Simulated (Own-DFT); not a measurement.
# One host, several defects: 2H SiC

Source: density functional calculations with Own-DFT, an unreviewed in-house program that is no longer used. Nothing was measured or relaxed, and spin and spin-orbit coupling are left out.

Settings: PBE; PseudoDojo norm-conserving scalar-relativistic files; cutoff 42 hartree; 4 x 4 x 3 k mesh centred on Gamma; Fermi-Dirac smearing of 0.1 eV.

Caveats (not all hold for every row): some atoms lie very close together; not probed for a lower state with spin; forces on such cells moved up to 12 meV/angstrom on a denser k mesh; forces on such cells passed a denser k mesh, each cell not checked; stress not checked against mesh or cutoff.

All runs share one cell, with vectors in Å (9.248, 0.000, 0.000); (-4.624, 8.009, 0.000); (0.000, 0.000, 10.068) and a volume of 745.7 Å³. The atoms are randomly displaced, by u rms on each axis. The defect's site can differ from row to row.

```
                                     cell     formula   u (Å)  P (GPa)
                                no defect     C36Si36  0.0280     3.72
                                no defect     C36Si36  0.0330     4.08
                                no defect     C36Si36  0.0624     6.43
                            one C vacancy     C35Si36  0.0280     3.55
                            one C vacancy     C35Si36  0.0297     3.86
                            one C vacancy     C35Si36  0.0314     3.59
                       one Si on a C site     C35Si37  0.0297    10.41
                       one Si on a C site     C35Si37  0.0496    12.09
                       one Si on a C site     C35Si37  0.0520    12.90
                       one C on a Si site     C37Si35  0.0269     1.55
                       one C on a Si site     C37Si35  0.0304     1.97
                       one C on a Si site     C37Si35  0.0492        ?
                       one C on a Si site     C37Si35  0.0528     3.45
one Al on a Si site and one N on a C site  AlC35NSi35  0.0301     3.98
one Al on a Si site and one N on a C site  AlC35NSi35  0.0454     5.07
one Al on a Si site and one N on a C site  AlC35NSi35  0.0481     5.42
```

## Fit

P = P0 + c u² + a shift for each defect gives P0 = 2.94 GPa, c = 940 ± 69 GPa/Å² and a scatter of 0.23 GPa. The shifts, and each times the cell's volume:

- one Si on a C site: 6.97 ± 0.19 GPa, 32.4 eV
- one Al on a Si site and one N on a C site: 0.23 ± 0.19 GPa, 1.1 eV (not resolved)
- one C vacancy: -0.10 ± 0.20 GPa, -0.5 eV (not resolved)
- one C on a Si site: -2.00 ± 0.19 GPa, -9.3 eV

Against the defect-free cell, a freed cell would be larger where the shift is positive and smaller where it is negative (160.2 GPa Å³ is 1 eV). The atoms around the defects weren't relaxed, which would change these numbers.

## Check

Question: what pressure belongs in the blank (one C on a Si site, u = 0.0492 Å)?

From the fit: 3.21 ± 0.28 GPa. The calculation gave 3.51 GPa.
